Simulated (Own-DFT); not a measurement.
# Strain and stress in wurtzite GaN, 96 atoms (Ga48N48)

These are calculations, not measurements. They come from Own-DFT, an in-house plane-wave density functional program, since retired, whose code no person has reviewed. Each row is one single-point run on a periodic cell that was not relaxed, without spin or spin-orbit coupling.

Settings of every run: PBE; PseudoDojo norm-conserving scalar-relativistic files (stringent for Ga); cutoff 96 hartree; 3 x 4 x 3 k mesh centred on Gamma; Gaussian smearing of 0.01 eV.

Known limits: forces on such cells passed a denser k mesh, each cell not checked; stress not checked against mesh or cutoff.

Unstrained cell vectors in Å: (12.756, 0.000, 0.000); (-4.783, 8.285, 0.000); (0.000, 0.000, 10.370). The unstrained cell has measured lattice constants (interpolated for alloys), not those of this functional. That, the random moves and any unrelaxed bonds set the pressure at no strain. Each run strains this cell uniformly, with the atoms carried along. Every atom was also moved at random, by a Gaussian of width 0.05 Å on each axis. Strain is the symmetric tensor, in per cent. Stress is positive in tension, and the pressure is minus a third of its trace.

| run | e_xx (%) | e_yy (%) | e_zz (%) | e_yz (%) | e_xz (%) | e_xy (%) | s_xx (GPa) | s_yy (GPa) | s_zz (GPa) | s_yz (GPa) | s_xz (GPa) | s_xy (GPa) | P (GPa) | E (meV/atom) |
|---|---|---|---|---|---|---|---|---|---|---|---|---|---|---|
| 1 | -0.39 | 0.70 | -1.84 | -0.07 | -1.25 | 0.27 | -9.05 | -5.40 | -15.43 | 0.27 | -2.30 | 1.66 | 9.96 | 12.5 |
| 2 | 1.45 | -0.76 | -1.41 | 1.31 | -0.45 | 1.66 | -3.43 | -8.94 | -13.80 | 2.47 | -0.87 | 5.38 | 8.72 | 23.8 |
| 3 | 1.49 | -1.58 | -1.99 | 1.10 | -0.83 | 0.52 | -3.83 | -13.47 | -18.55 | 2.64 | -1.67 | 2.45 | 11.95 | 36.2 |
| 4 | -0.19 | 1.04 | 1.28 | 1.32 | -0.32 | 1.04 | -7.03 | -2.84 | -1.89 | 2.27 | -0.62 | 3.39 | 3.92 | 27.6 |
| 5 | -0.04 | 1.92 | 1.86 | -0.37 | 0.83 | -0.43 | -3.16 | 0.61 | 2.09 | -0.59 | 1.30 | -1.01 | 0.15 | 0.0 |
| 6 | 0.37 | -0.95 | -0.02 | 1.40 | 1.66 | -0.57 | -6.77 | -9.65 | -8.68 | 3.11 | 4.07 | -1.77 | 8.36 | 12.1 |
| 7 | -0.18 | 1.78 | 1.97 | -1.33 | -0.68 | 1.86 | -4.36 | 0.96 | 1.09 | -2.08 | -1.09 | 4.62 | 0.77 | 14.9 |
| 8 | 0.65 | -1.84 | 1.22 | -0.45 | -0.79 | -1.90 | -6.72 | -12.09 | -2.32 | -1.94 | -1.19 | -5.79 | 7.04 | 12.8 |
| 9 | -0.50 | 1.95 | -1.21 | 1.22 | -0.13 | -1.27 | -6.84 | -0.32 | -12.79 | 2.69 | 0.07 | -3.70 | 6.65 | 12.3 |
| 10 | -0.15 | -1.73 | 0.05 | -1.57 | 1.06 | 1.58 | -10.04 | -17.32 | -7.28 | -3.30 | 1.58 | 4.69 | 11.55 | 41.2 |
| 11 | 1.02 | 0.64 | -1.51 | -1.25 | 0.49 | -0.20 | -2.95 | -4.86 | -13.24 | -2.10 | 0.77 | -1.16 | 7.02 | 23.2 |
| 12 | -1.26 | -1.20 | 0.18 | 0.55 | 0.64 | 1.62 | -13.86 | -14.41 | -7.95 | 1.33 | 1.75 | 5.61 | 12.07 | 33.8 |
| 13 | 0.70 | 1.87 | 0.33 | 0.78 | 1.46 | -0.55 | -2.12 | 1.34 | -4.60 | 1.76 | 2.91 | -1.69 | 1.79 | 5.7 |
| 14 | 1.23 | -1.42 | -1.77 | 1.08 | -0.75 | 0.56 | -5.20 | -13.86 | -14.16 | 1.96 | -1.37 | 0.82 | 11.07 | 27.4 |
| 15 | 0.71 | -0.16 | -1.25 | 0.92 | -0.52 | -1.84 | -5.75 | -8.72 | -11.87 | 2.84 | -0.72 | -6.27 | 8.78 | 21.1 |
| 16 | -0.35 | -1.53 | 0.98 | -1.71 | -1.40 | 1.15 | -8.58 | -13.61 | -5.02 | -3.60 | -2.48 | 4.23 | 9.07 | 20.6 |
| 17 | -1.01 | -0.51 | 1.10 | -0.29 | -1.44 | -1.05 | ? | ? | ? | ? | ? | ? | ? | ? |

E is the free energy for each atom above the lowest run shown.

## Worked fit

Each stress component was fitted by least squares to a constant and the strains of the runs shown, as fractions, with shears doubled. Shear strains stay in the fit of a normal stress only where such slopes are resolved. The slopes, in GPa:

```
stress,at no strain,per e_xx,per e_yy,per e_zz,scatter
s_xx,-7.1,390 ± 24,125 ± 12,56 ± 14,0.65
s_yy,-7.6,142 ± 40,419 ± 20,63 ± 23,1.08
s_zz,-7.6,47 ± 36,48 ± 18,441 ± 21,0.97
```

Each shear stress against twice its own strain: yz 97 ± 6, xz 95 ± 4, xy 154 ± 7 GPa. These are stiffnesses along x, y and z of the frame in which the cell vectors are given, which need not be the crystal's axes. The atoms are held to the strained lattice; where symmetry lets them move under strain, relaxing them would lower some slopes. The table should be nearly symmetric about its diagonal, and what it lacks of that shows the noise. A ninth of its sum, 192 ± 4 GPa, estimates the bulk modulus near the mean pressure of these runs, 7.4 GPa, so it lies above the value at zero pressure.

## Withheld run

Question: what normal stresses and pressure should run 17 give?

The fit gives s_xx = -11.1, s_yy = -10.5, s_zz = -3.5 and P = 8.4 GPa. The calculation gave -9.72, -10.03, -5.14 and P = 8.30 GPa.
